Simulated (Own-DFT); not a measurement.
# What a defect does to the pressure of its cell: wurtzite GaN

Everything here is calculated. The program is Own-DFT (plane waves, in-house, since retired, never reviewed by a person); positions were held fixed, and spin and spin-orbit coupling were off.

Common settings: PBE; PseudoDojo norm-conserving scalar-relativistic files; cutoff 42 hartree; 4 x 4 x 3 k mesh centred on Gamma; Fermi-Dirac smearing of 0.1 eV.

Keep in mind (not all hold for every row): not probed for a lower state with spin; forces not confirmed at this smearing and k mesh; stress not checked against mesh or cutoff.

All runs share one cell, with vectors in Å (9.567, 0.000, 0.000); (-4.784, 8.285, 0.000); (0.000, 0.000, 10.370) and a volume of 822.0 Å³. The atoms are randomly displaced, by u rms on each axis. The defect's site can differ from row to row.

| cell | formula | u (Å) | P (GPa) |
|---|---|---|---|
| no defect | Ga36N36 | 0.0200 | 5.91 |
| no defect | Ga36N36 | 0.0203 | 5.90 |
| no defect | Ga36N36 | 0.0460 | 7.26 |
| one N on a Ga site | Ga35N37 | 0.0277 | 5.41 |
| one N on a Ga site | Ga35N37 | 0.0294 | 5.40 |
| one N on a Ga site | Ga35N37 | 0.0490 | ? |
| one N on a Ga site | Ga35N37 | 0.0499 | 7.03 |
| one Ga on an N site | Ga37N35 | 0.0302 | 12.20 |
| one Ga on an N site | Ga37N35 | 0.0492 | 13.25 |
| one Ga on an N site | Ga37N35 | 0.0509 | 13.67 |

## Working it out

P = P0 + c u² + a shift for each defect gives P0 = 5.52 GPa, c = 857 ± 53 GPa/Å² and a scatter of 0.13 GPa. The shifts, and each times the cell's volume:

- one Ga on an N site: 5.83 ± 0.12 GPa, 29.9 eV
- one N on a Ga site: -0.75 ± 0.10 GPa, -3.8 eV

Against the defect-free cell, a freed cell would be larger where the shift is positive and smaller where it is negative (160.2 GPa Å³ is 1 eV). The atoms around the defects weren't relaxed, which would change these numbers.

## Test on the hidden row

Asked: what pressure belongs in the blank (one N on a Ga site, u = 0.0490 Å)?

The fit gives 6.83 ± 0.15 GPa. The calculation gave 6.23 GPa. This run lies off the fit, by chance or by something that the fit leaves out.
